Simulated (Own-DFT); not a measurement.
# Hybrid less PBE against volume: corundum Al2O3, 78 atoms (Al32O46), with two O vacancies

Calculated, not measured. Each geometry was run twice at fixed positions with Own-DFT, a retired in-house plane-wave program that no person has reviewed: with PBE, and with HSE06 (exact exchange share 0.25 at short range, screening 0.11 per bohr, Gygi-Baldereschi treatment of its divergence). Both used PseudoDojo norm-conserving files made for PBE, a cutoff of 48 hartree, the Gamma point alone, fixed occupations, a neutral cell and no spin. With Gamma alone and a thickness of 7.9 Å, finite-size errors remain in every number. The oxygen file's force components were 24 meV/Å off all-electron values in a glass.

Unstrained cell vectors in Å: (5.494, 0.000, 8.660); (-2.747, 4.758, 8.660); (-2.747, -4.758, 8.660), volume V0 = 679.1 Å³, from measured lattice constants. Each geometry has its own random strain of a few per cent, its own defect sites and random moves of rms u per axis. HSE06 gave the energy alone. D is its energy less that of PBE, over the lowest D shown. The PBE stress wasn't checked against mesh or cutoff.

```
run,V - V0 (Å³),u (Å),P with PBE (GPa),D (eV)
1,-7.7,0.0495,12.08,0.496
2,-11.0,0.0293,11.26,0.132
3,-18.1,0.0497,17.09,0.000
4,-14.4,0.0293,12.70,0.016
5,5.2,0.0288,5.52,0.721
6,20.2,0.0484,1.87,1.494
7,-10.3,0.0268,10.99,0.217
8,-6.9,0.0321,10.52,0.280
9,8.1,0.0308,4.91,0.848
10,-12.8,0.0484,13.71,0.192
11,23.4,0.0315,-0.76,1.481
12,0.9,0.0491,8.77,0.758
13,-9.9,0.0469,12.43,?
```

## Worked fit

D = 0.47 + 0.0383 (V - V0) + 105 u² eV, with an error of 0.0009 on the volume slope, 15 on the last term and a scatter of 0.04 eV. Pressure is -dE/dV, and 1 eV/Å³ is 160.2 GPa, so HSE06 changes the pressure by -6.1 ± 0.1 GPa. With the ions held to the strained lattice, the PBE pressure falls by 250 ± 6 GPa per unit of volume strain; the shape of the strain isn't fitted, so the true error is larger, and a relaxed crystal would be softer. On that slope HSE06's volume at a given pressure is about 2.5 % smaller, or 0.8 % in lengths. At u = 0 and V0 the PBE pressure is 6.4 GPa, which puts the zero-pressure volume, against the measured cell and with the defects in, at +2.6 % for PBE and +0.1 % for HSE06, each good to a few tenths of a per cent.

## Test on the hidden row

The question: what D should run 13 give?

The fitted form gives 0.32 eV, with rows scattering by 0.04. The run itself gave 0.352 eV.
